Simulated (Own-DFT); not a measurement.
# Which arrangement is lower? Ga48P48, 96 atoms

All numbers below are calculated, not measured. The program, named Own-DFT, is a retired in-house plane-wave density functional code that no person has reviewed. Each row is one single-point run on a periodic cell that was not relaxed, without spin or spin-orbit coupling.

Settings of every run: PBE; PseudoDojo norm-conserving scalar-relativistic files; cutoff 42 hartree; 2 x 3 x 3 k mesh centred on Gamma; Fermi-Dirac smearing of 0.1 eV.

Known limits, some of them of some rows only: not probed for a lower state with spin; forces on such cells failed a check on a denser k mesh; forces on such cells passed a denser k mesh, each cell not checked; stress not checked against mesh or cutoff.

All cells hold the same atoms in the same cell, with vectors in Å (16.352, 0.000, 0.000); (0.000, 10.901, 0.000); (0.000, 0.000, 10.901). Every atom was moved at random from its ideal site; u is the rms move along one axis. The defect's site can differ from row to row. E is the free energy of the cell above the lowest run. The arrangements:

- A: zincblende GaP
- B: zincblende GaP, with one Ga on a P site and one P on a Ga site, 2.4 Å apart

| arrangement | u (Å) | E (eV) | P (GPa) |
|---|---|---|---|
| A | 0.0191 | 0.000 | 2.72 |
| A | 0.0200 | 0.021 | 2.72 |
| A | 0.0223 | 0.105 | 2.73 |
| A | 0.0500 | 3.542 | 3.24 |
| A | 0.0507 | 3.562 | 3.23 |
| A | 0.0528 | 3.753 | 3.26 |
| B | 0.0292 | 3.860 | 2.93 |
| B | 0.0316 | 4.091 | 2.95 |
| B | 0.0320 | 4.170 | 2.99 |
| B | 0.0531 | 6.990 | 3.42 |
| B | 0.0534 | 7.403 | 3.43 |
| B | 0.0544 | 6.975 | 3.31 |

Question: once the cost of the random moves is taken out, how do the arrangements rank?

## Worked answer

Fit E = a + b u², with one b for all and one a for each arrangement, and with residuals divided by u², since the noise grows with the moves. Then b = 1607 eV/Å², the scatter at u = 0.04 Å is 0.13 eV, and against A:

- B: 3.12 ± 0.05 eV (higher)

These are energies of unrelaxed cells. Relaxing the atoms lowers the strained arrangements most, so the gaps would shrink and small ones could change sign.
